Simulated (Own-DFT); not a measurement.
# Point defects and the pressure they add: 2H SiC

No measurement is shown. These are fixed-geometry runs of a retired plane-wave code named Own-DFT, which no person has reviewed; spin and spin-orbit coupling are neglected.

Common settings: PBE; PseudoDojo norm-conserving scalar-relativistic files; cutoff 42 hartree; 4 x 4 x 3 k mesh centred on Gamma; Fermi-Dirac smearing of 0.1 eV.

Caveats (not all hold for every row): not probed for a lower state with spin; forces on such cells moved up to 12 meV/angstrom on a denser k mesh; forces on such cells passed a denser k mesh, each cell not checked; stress not checked against mesh or cutoff.

All runs share one cell, with vectors in Å (9.248, 0.000, 0.000); (-4.624, 8.009, 0.000); (0.000, 0.000, 10.068) and a volume of 745.7 Å³. u is the rms random offset of the atoms per axis. The defect's site can differ from row to row.

```
cell,formula,u (Å),P (GPa)
no defect,C36Si36,0.0305,3.92
no defect,C36Si36,0.0312,4.01
no defect,C36Si36,0.0564,5.96
one C on a Si site,C37Si35,0.0287,1.78
one C on a Si site,C37Si35,0.0506,3.72
one C on a Si site,C37Si35,0.0517,3.25
two Al on a Si site each,Al2C36Si34,0.0298,?
two Al on a Si site each,Al2C36Si34,0.0302,5.92
two Al on a Si site each,Al2C36Si34,0.0472,6.94
two Al on a Si site each,Al2C36Si34,0.0499,7.30
one C vacancy,C35Si36,0.0282,3.65
one C vacancy,C35Si36,0.0293,3.80
one C vacancy,C35Si36,0.0299,3.76
two N on a C site each,C34N2Si36,0.0274,2.79
two N on a C site each,C34N2Si36,0.0301,2.86
two N on a C site each,C34N2Si36,0.0454,4.07
```

## Analysis

P = P0 + c u² + a shift for each defect gives P0 = 3.09 GPa, c = 909 ± 54 GPa/Å² and a scatter of 0.15 GPa. The shifts, and each times the cell's volume:

- two Al on a Si site each: 1.93 ± 0.13 GPa, 9.0 eV (4.5 eV for each of its 2 sites)
- one C vacancy: -0.12 ± 0.13 GPa, -0.6 eV (not resolved)
- two N on a C site each: -0.97 ± 0.13 GPa, -4.5 eV (-2.3 eV for each of its 2 sites)
- one C on a Si site: -2.01 ± 0.13 GPa, -9.3 eV

A positive shift means that the defect pushes the cell outwards. Shift times volume (160.2 GPa Å³ is 1 eV) depends little on the cell's size, so, taken for each site, it can be compared between cells at like pressure. The atoms around the defects weren't relaxed, which would change these numbers.

## Check

Question: what pressure belongs in the blank (two Al on a Si site each, u = 0.0298 Å)?

The fitted form gives 5.82 ± 0.18 GPa. The hidden result is 5.95 GPa.
